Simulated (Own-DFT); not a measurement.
## Calculated data, GaP (zincblende, atoms displaced)

All values are calculated (Own-DFT development build). A calculation, not a measurement: plane-wave PBE density functional theory by an unreviewed code, no spin, of a simulated periodic cell, stress positive in tension, free energy of the whole cell less one offset for each atom, forces on such cells passed a denser k mesh, this cell's mesh not checked; offsets are fitted by least squares, one for each functional and potential file, so energies compare only between cells with the same atoms and settings and are not formation energies; the far tail of each file's local potential was reset to the Coulomb form; each entry is a single point on an unrelaxed cell, so the pressure reflects the starting lattice, mostly measured values (interpolated for alloys), from which strain is counted, and rises with the displacements; printed positions are rounded, which can move forces by about a meV/angstrom; the program, named Own-DFT, is a retired in-house code; no spin-orbit coupling.

Common to all runs: functional PBE; potential files PseudoDojo norm-conserving, scalar-relativistic, standard set; wave cutoff 42 hartree; occupations Fermi-Dirac; smearing width 0.1 eV; hardware one NVIDIA H200; k mesh 2 x 3 x 3 centred on Gamma.

```yaml
- entry: 1
  formula: GaP
  kind: "zincblende, atoms displaced"
  structure:
    cell_angstrom: [[16.3515, 0.0, 0.0], [0.0, 10.901, 0.0], [0.0, 0.0, 10.901]]
    atoms_fractional:
      - [Ga, 0.9984, 0.97385, 0.98588]
      - [Ga, 0.99427, 0.24681, 0.25999]
      - [Ga, 0.16484, 0.00066, 0.25812]
      - [Ga, 0.16149, 0.25044, 0.99478]
      - [P, 0.08772, 0.12223, 0.13186]
      - [P, 0.07382, 0.37802, 0.38319]
      - [P, 0.25221, 0.12171, 0.38358]
      - [P, 0.24578, 0.37963, 0.10358]
      - [Ga, 0.999, 0.99129, 0.48927]
      - [Ga, 0.00201, 0.23718, 0.74984]
      - [Ga, 0.16484, 0.01418, 0.7677]
      - [Ga, 0.16649, 0.24894, 0.50214]
      - [P, 0.0796, 0.12095, 0.61615]
      - [P, 0.08369, 0.37454, 0.88568]
      - [P, 0.24771, 0.12424, 0.8853]
      - [P, 0.24783, 0.39008, 0.61884]
      - [Ga, 0.99982, 0.50499, 0.99999]
      - [Ga, 0.99215, 0.75744, 0.25488]
      - [Ga, 0.16743, 0.50014, 0.2504]
      - [Ga, 0.16553, 0.76691, 0.98367]
      - [P, 0.08492, 0.63636, 0.12225]
      - [P, 0.07309, 0.86053, 0.38093]
      - [P, 0.25119, 0.61924, 0.38536]
      - [P, 0.24694, 0.88106, 0.12714]
      - [Ga, 0.99614, 0.48341, 0.48915]
      - [Ga, 0.00155, 0.74081, 0.74641]
      - [Ga, 0.16487, 0.50421, 0.75202]
      - [Ga, 0.17005, 0.74983, 0.50694]
      - [P, 0.08315, 0.62947, 0.62169]
      - [P, 0.07886, 0.88446, 0.86204]
      - [P, 0.24691, 0.6168, 0.85638]
      - [P, 0.24705, 0.87673, 0.63467]
      - [Ga, 0.33434, 0.99093, 0.99324]
      - [Ga, 0.33105, 0.26104, 0.2681]
      - [Ga, 0.49685, 0.00037, 0.24653]
      - [Ga, 0.4995, 0.25014, 0.99983]
      - [P, 0.42264, 0.12314, 0.12183]
      - [P, 0.42301, 0.37998, 0.38498]
      - [P, 0.58454, 0.10916, 0.38634]
      - [P, 0.59266, 0.36953, 0.10803]
      - [Ga, 0.32925, 0.99817, 0.49804]
      - [Ga, 0.32969, 0.24752, 0.75842]
      - [Ga, 0.50424, 0.99844, 0.73928]
      - [Ga, 0.50163, 0.25323, 0.50634]
      - [P, 0.41748, 0.11519, 0.62359]
      - [P, 0.41089, 0.37879, 0.875]
      - [P, 0.58332, 0.12379, 0.87158]
      - [P, 0.59202, 0.36331, 0.61923]
      - [Ga, 0.33092, 0.51399, 0.00526]
      - [Ga, 0.32797, 0.74714, 0.24699]
      - [Ga, 0.50751, 0.49336, 0.2621]
      - [Ga, 0.50226, 0.75617, 0.98782]
      - [P, 0.40956, 0.62454, 0.1172]
      - [P, 0.41829, 0.86949, 0.35764]
      - [P, 0.59042, 0.63191, 0.37226]
      - [P, 0.57492, 0.88066, 0.11952]
      - [Ga, 0.34462, 0.48825, 0.49841]
      - [Ga, 0.32932, 0.75913, 0.75183]
      - [Ga, 0.50117, 0.49584, 0.75919]
      - [Ga, 0.51051, 0.74807, 0.51273]
      - [P, 0.41754, 0.63066, 0.60907]
      - [P, 0.41397, 0.87076, 0.86599]
      - [P, 0.58274, 0.62815, 0.88415]
      - [P, 0.5769, 0.8581, 0.62114]
      - [Ga, 0.66613, 0.00519, 0.99366]
      - [Ga, 0.66273, 0.24562, 0.2473]
      - [Ga, 0.82486, 0.00652, 0.24818]
      - [Ga, 0.82364, 0.26507, 0.99448]
      - [P, 0.75172, 0.13113, 0.09867]
      - [P, 0.74385, 0.36219, 0.37665]
      - [P, 0.91823, 0.11493, 0.39051]
      - [P, 0.92586, 0.37606, 0.12872]
      - [Ga, 0.66088, 0.9973, 0.51426]
      - [Ga, 0.66062, 0.26004, 0.74054]
      - [Ga, 0.83812, 0.99997, 0.74156]
      - [Ga, 0.84523, 0.24542, 0.48581]
      - [P, 0.7544, 0.10372, 0.62338]
      - [P, 0.74538, 0.37801, 0.86224]
      - [P, 0.91385, 0.12319, 0.86724]
      - [P, 0.91155, 0.37803, 0.61845]
      - [Ga, 0.67525, 0.50669, 0.99847]
      - [Ga, 0.6669, 0.75283, 0.24753]
      - [Ga, 0.84058, 0.49489, 0.26827]
      - [Ga, 0.82816, 0.73236, 0.00152]
      - [P, 0.74459, 0.62521, 0.12096]
      - [P, 0.75008, 0.85817, 0.37324]
      - [P, 0.91903, 0.6264, 0.3876]
      - [P, 0.91779, 0.87682, 0.12647]
      - [Ga, 0.68194, 0.493, 0.49414]
      - [Ga, 0.66246, 0.74038, 0.75674]
      - [Ga, 0.83328, 0.49706, 0.73991]
      - [Ga, 0.82972, 0.74689, 0.49599]
      - [P, 0.745, 0.63279, 0.63009]
      - [P, 0.76017, 0.884, 0.87768]
      - [P, 0.90753, 0.63808, 0.88468]
      - [P, 0.91984, 0.88571, 0.61801]
  results:
    "free_energy_of_cell_above_offsets [eV]": "-40.941"
    "pressure [GPa]": 4.56
    "stress_xx [GPa]": -4.73
    "stress_yy [GPa]": -4.53
    "stress_zz [GPa]": -4.41
    "stress_yz [GPa]": -0.75
    "stress_xz [GPa]": -0.13
    "stress_xy [GPa]": 0.05
    force_element: [Ga, Ga, Ga, Ga, P, P, P, P, Ga, Ga, Ga, Ga, P, P, P, P, Ga, Ga, Ga, Ga, P, P, P, P, Ga, Ga, Ga, Ga, P, P, P, P, Ga, Ga, Ga, Ga, P, P, P, P, Ga, Ga, Ga, Ga, P, P, P, P, Ga, Ga, Ga, Ga, P, P, P, P, Ga, Ga, Ga, Ga, P, P, P, P, Ga, Ga, Ga, Ga, P, P, P, P, Ga, Ga, Ga, Ga, P, P, P, P, Ga, Ga, Ga, Ga, P, P, P, P, Ga, Ga, Ga, Ga, P, P, P, P]
    "force_x [eV/angstrom]": [-1.222, 0.933, -0.233, 0.293, -1.402, 3.242, -0.953, 0.435, 1.076, -0.215, -0.179, -0.165, 0.855, -0.997, 0.791, 0.294, 0.118, 0.298, -0.433, 0.296, -0.252, 2.765, 0.226, 0.114, -0.993, -1.082, -1.622, -0.243, -0.428, 1.029, 1.343, -0.459, 0.245, 0.152, 0.436, -0.164, -1.699, 0.68, -0.831, -1.067, 1.297, 0.007, -0.351, -0.07, -0.609, 0.44, -0.286, -2.085, -0.928, -0.059, 0.212, -1.396, 2.391, -0.409, -0.261, 1.777, -1.827, 0.229, -0.062, -3.126, -0.075, 1.008, 0.2, 3.367, -0.229, 0.069, 0.538, 2.398, -0.764, 2.3, -0.265, -1.927, 0.989, 2.199, 0.22, -2.678, -0.87, 0.318, 0.156, 0.989, -1.083, -0.721, -0.784, -0.967, 1.223, -0.557, -0.318, -1.576, -1.88, 0.552, -0.387, 0.832, 1.017, -1.367, 2.78, -0.573]
    "force_y [eV/angstrom]": [2.861, -0.814, -0.468, -0.893, 0.153, -2.142, 0.893, -0.302, 0.086, 1.21, -0.315, 0.525, -0.051, 0.479, 0.537, -1.761, 0.79, -1.42, 0.172, -1.093, -0.029, 0.794, -0.019, -0.434, 2.775, 1.008, -1.164, 0.131, -1.7, -1.962, 2.252, 1.175, 0.558, -0.479, 0.208, 0.11, 0.773, -1.698, 1.512, 0.641, -1.319, 0.193, -0.237, -1.517, 1.237, -0.252, 0.488, 3.439, -1.1, -0.251, 0.787, -0.093, 1.054, -0.162, -1.299, -0.251, 2.005, -1.779, 0.396, -2.422, -0.528, 0.856, -1.365, 3.329, -1.095, -1.009, -0.392, 0.277, -0.606, -0.641, -0.082, -0.059, -1.465, -3.48, -0.576, 0.801, 2.799, 0.575, 0.331, -1.049, -0.884, 0.265, -0.085, 3.317, -0.297, 2.45, -0.075, -0.24, 1.554, 1.71, 1.205, 0.271, -1.047, -1.329, -2.893, -2.355]
    "force_z [eV/angstrom]": [1.91, -0.459, 0.193, 1.398, -0.612, -2.543, -0.761, 2.552, 1.391, -0.078, -2.333, 0.136, 0.501, -2.222, -0.025, 0.62, 0.276, -1.108, -0.317, 0.657, 0.197, -0.244, -0.711, -0.43, 2.699, -0.049, -1.169, -0.273, -0.057, -0.86, 2.378, -0.59, 1.13, -1.96, 0.485, -0.693, 0.284, -1.523, -1.501, 1.425, 0.387, -1.246, 0.818, -0.125, 0.014, 0.623, -0.721, -1.423, -1.886, -0.021, -1.851, 1.216, 1.594, 2.005, 0.782, 0.04, 1.097, -1.0, -1.284, -4.423, 2.139, 0.231, -0.571, 3.351, -0.182, -0.384, -0.21, -0.502, 3.1, -1.156, -3.445, -0.281, -0.409, 1.896, 0.78, 1.942, -0.499, 0.056, 1.385, 0.606, -0.878, -1.262, -1.189, 1.512, 2.199, -0.252, -0.732, -0.08, 1.107, 0.326, 0.839, 1.439, -0.725, -0.196, -2.843, 0.582]
    "wall_time [s]": 972.5
- entry: 2
  formula: GaP
  kind: "zincblende, atoms displaced"
  structure:
    cell_angstrom: [[16.3515, 0.0, 0.0], [0.0, 10.901, 0.0], [0.0, 0.0, 10.901]]
    atoms_fractional:
      - [Ga, 0.00742, 0.98917, 0.98516]
      - [Ga, 0.00694, 0.23869, 0.25547]
      - [Ga, 0.16689, 0.00812, 0.2514]
      - [Ga, 0.15843, 0.23931, 0.97952]
      - [P, 0.08512, 0.13534, 0.13451]
      - [P, 0.08232, 0.3629, 0.37549]
      - [P, 0.25017, 0.11509, 0.37053]
      - [P, 0.23869, 0.37464, 0.12009]
      - [Ga, 0.00932, 0.99883, 0.49433]
      - [Ga, 0.00703, 0.23823, 0.75347]
      - [Ga, 0.16479, 0.98597, 0.7435]
      - [Ga, 0.17155, 0.27265, 0.4975]
      - [P, 0.07912, 0.11404, 0.61759]
      - [P, 0.09216, 0.37838, 0.85051]
      - [P, 0.24255, 0.13094, 0.86968]
      - [P, 0.24616, 0.37252, 0.63413]
      - [Ga, 0.99421, 0.4923, 0.00976]
      - [Ga, 0.99477, 0.74558, 0.25917]
      - [Ga, 0.17331, 0.50964, 0.23667]
      - [Ga, 0.15824, 0.77313, 0.01169]
      - [P, 0.08835, 0.60604, 0.12904]
      - [P, 0.07171, 0.86682, 0.39301]
      - [P, 0.26289, 0.63826, 0.37127]
      - [P, 0.26149, 0.88412, 0.1177]
      - [Ga, 0.99031, 0.51416, 0.50058]
      - [Ga, 0.99722, 0.75263, 0.75742]
      - [Ga, 0.17943, 0.4843, 0.75102]
      - [Ga, 0.16206, 0.74277, 0.47439]
      - [P, 0.08139, 0.60847, 0.61806]
      - [P, 0.08189, 0.87955, 0.8814]
      - [P, 0.24549, 0.63668, 0.87748]
      - [P, 0.25173, 0.87761, 0.62029]
      - [Ga, 0.32611, 0.00564, 0.00786]
      - [Ga, 0.33763, 0.25748, 0.25]
      - [Ga, 0.49148, 0.99633, 0.23688]
      - [Ga, 0.50622, 0.25116, 0.0062]
      - [P, 0.43228, 0.11846, 0.13397]
      - [P, 0.42467, 0.39032, 0.37393]
      - [P, 0.58702, 0.11127, 0.36887]
      - [P, 0.57684, 0.38576, 0.115]
      - [Ga, 0.33421, 0.99988, 0.50372]
      - [Ga, 0.32555, 0.25453, 0.76548]
      - [Ga, 0.48669, 0.02286, 0.74323]
      - [Ga, 0.50257, 0.252, 0.50463]
      - [P, 0.41256, 0.10792, 0.62899]
      - [P, 0.42079, 0.38676, 0.88445]
      - [P, 0.5957, 0.13573, 0.88847]
      - [P, 0.58282, 0.36916, 0.61959]
      - [Ga, 0.33953, 0.49548, 0.00333]
      - [Ga, 0.33995, 0.75655, 0.26953]
      - [Ga, 0.50047, 0.48725, 0.25032]
      - [Ga, 0.49888, 0.74325, 0.99076]
      - [P, 0.42021, 0.61429, 0.10997]
      - [P, 0.41961, 0.86254, 0.37683]
      - [P, 0.58453, 0.61387, 0.3779]
      - [P, 0.58876, 0.87536, 0.11915]
      - [Ga, 0.33511, 0.50761, 0.50198]
      - [Ga, 0.34701, 0.76499, 0.76119]
      - [Ga, 0.51375, 0.50767, 0.75069]
      - [Ga, 0.50724, 0.73888, 0.4987]
      - [P, 0.41769, 0.62079, 0.62854]
      - [P, 0.41443, 0.8799, 0.87537]
      - [P, 0.58842, 0.6298, 0.86564]
      - [P, 0.59596, 0.86246, 0.64668]
      - [Ga, 0.65696, 0.99576, 0.99295]
      - [Ga, 0.67223, 0.25032, 0.23632]
      - [Ga, 0.83987, 0.00207, 0.25604]
      - [Ga, 0.83664, 0.23925, 0.99608]
      - [P, 0.75701, 0.11848, 0.1196]
      - [P, 0.74396, 0.37024, 0.3681]
      - [P, 0.92458, 0.13138, 0.3817]
      - [P, 0.91463, 0.38775, 0.13069]
      - [Ga, 0.67028, 0.01626, 0.50995]
      - [Ga, 0.66402, 0.24864, 0.76421]
      - [Ga, 0.83059, 0.9977, 0.75653]
      - [Ga, 0.8349, 0.25108, 0.48897]
      - [P, 0.74789, 0.13613, 0.63813]
      - [P, 0.76279, 0.38404, 0.86446]
      - [P, 0.92303, 0.10708, 0.87082]
      - [P, 0.91358, 0.39075, 0.61913]
      - [Ga, 0.663, 0.50777, 0.0009]
      - [Ga, 0.67122, 0.75055, 0.26442]
      - [Ga, 0.83979, 0.49468, 0.25687]
      - [Ga, 0.83115, 0.73841, 0.00739]
      - [P, 0.7547, 0.61854, 0.12599]
      - [P, 0.748, 0.88263, 0.37758]
      - [P, 0.92184, 0.64255, 0.36498]
      - [P, 0.91559, 0.87378, 0.13781]
      - [Ga, 0.66577, 0.49423, 0.50058]
      - [Ga, 0.68298, 0.76072, 0.75574]
      - [Ga, 0.8299, 0.50859, 0.74945]
      - [Ga, 0.83092, 0.75177, 0.48383]
      - [P, 0.74156, 0.62196, 0.62915]
      - [P, 0.75309, 0.86683, 0.86882]
      - [P, 0.90968, 0.6361, 0.87329]
      - [P, 0.91638, 0.88711, 0.62943]
  results:
    "free_energy_of_cell_above_offsets [eV]": "-33.611"
    "pressure [GPa]": 5.84
    "stress_xx [GPa]": -5.84
    "stress_yy [GPa]": -5.77
    "stress_zz [GPa]": -5.9
    "stress_yz [GPa]": 0.18
    "stress_xz [GPa]": 0.03
    "stress_xy [GPa]": -0.29
    force_element: [Ga, Ga, Ga, Ga, P, P, P, P, Ga, Ga, Ga, Ga, P, P, P, P, Ga, Ga, Ga, Ga, P, P, P, P, Ga, Ga, Ga, Ga, P, P, P, P, Ga, Ga, Ga, Ga, P, P, P, P, Ga, Ga, Ga, Ga, P, P, P, P, Ga, Ga, Ga, Ga, P, P, P, P, Ga, Ga, Ga, Ga, P, P, P, P, Ga, Ga, Ga, Ga, P, P, P, P, Ga, Ga, Ga, Ga, P, P, P, P, Ga, Ga, Ga, Ga, P, P, P, P, Ga, Ga, Ga, Ga, P, P, P, P]
    "force_x [eV/angstrom]": [-2.483, -1.564, -0.465, -0.592, 0.346, -0.058, 1.243, 2.204, -3.086, -0.865, 0.023, -0.474, 2.25, -2.989, 0.828, 3.368, 1.247, 3.496, 1.16, 1.333, -2.392, 1.988, -2.693, -2.779, 0.588, 0.351, -0.906, 0.833, 1.442, 1.838, 0.806, -0.155, 2.414, -0.462, 3.586, -0.955, -4.407, -2.381, -0.804, 2.094, -0.642, 1.939, 5.244, -0.678, -2.667, 0.686, -3.339, 0.71, -3.02, 0.089, 0.957, 0.597, 0.416, 1.993, 0.2, -1.434, -0.12, -3.08, -1.583, 0.03, 0.594, 1.958, 0.938, -2.755, 2.753, -1.215, -0.435, 0.598, -0.827, 1.218, -0.791, 0.526, -0.458, 1.456, -0.036, -0.487, 1.221, -2.427, -0.548, -0.249, 1.087, -0.402, -1.332, 0.294, -1.266, 0.328, -3.639, 0.762, 0.277, -2.047, 1.234, 0.064, 1.374, 1.615, 1.355, 0.036]
    "force_y [eV/angstrom]": [2.313, 1.861, -1.613, 1.689, -2.0, 2.939, 2.132, -1.18, 1.015, 0.624, 1.059, -2.842, 1.678, -1.208, -2.473, -0.747, 1.213, 2.324, -1.384, -2.211, 3.612, -0.576, -2.485, -2.396, -1.059, -0.176, 4.649, -0.559, 1.691, -2.172, -0.293, -1.648, 2.369, -0.334, -3.88, -0.297, 4.02, -2.408, 1.33, -0.892, -0.898, 0.433, -4.115, -1.49, 5.424, -1.921, -0.33, 0.27, 0.326, -0.39, 2.641, 0.688, 1.564, 2.599, 0.361, -1.512, -0.649, -2.599, -1.093, 0.606, 0.803, 2.503, 0.957, 2.516, -0.857, -0.553, 0.444, 0.958, -0.31, 0.557, -1.246, -3.619, -1.513, 2.186, 0.404, 0.71, -0.251, -1.883, 1.801, -1.696, -0.298, -0.527, 1.241, 1.8, -0.141, 0.832, -4.012, -0.307, -0.122, -3.007, 0.81, 0.168, 0.177, 2.372, -1.384, -1.114]
    "force_z [eV/angstrom]": [4.138, -0.17, -0.452, 1.802, -2.643, -0.2, 1.307, -0.878, 1.577, -1.149, -0.303, -0.158, 1.028, 2.901, 0.178, -2.517, -2.262, -3.573, 3.077, 0.413, -1.445, -3.818, 0.498, 3.303, -1.046, -1.309, 0.674, 2.694, 1.149, -2.718, 0.054, 0.102, -2.294, -0.218, 3.585, -0.746, -3.464, 1.929, -0.153, 1.021, -1.348, -0.65, 4.333, -1.191, -3.12, -1.697, -0.883, 1.674, -0.187, -4.43, -1.423, 0.223, 2.689, 1.574, -1.091, 1.085, 0.365, -2.468, -0.892, 1.328, 0.565, 2.138, 0.858, -2.519, 0.47, -0.377, 0.359, -0.338, 0.02, 0.485, -0.382, -0.146, 0.477, -1.524, -1.009, 1.472, -0.726, 2.333, 0.566, 0.623, -0.627, -1.328, 0.753, 0.132, 1.314, 0.225, 2.958, -1.944, 0.148, -1.234, -1.427, 1.988, -1.441, 3.885, 0.447, -1.008]
    "wall_time [s]": 954.0
```
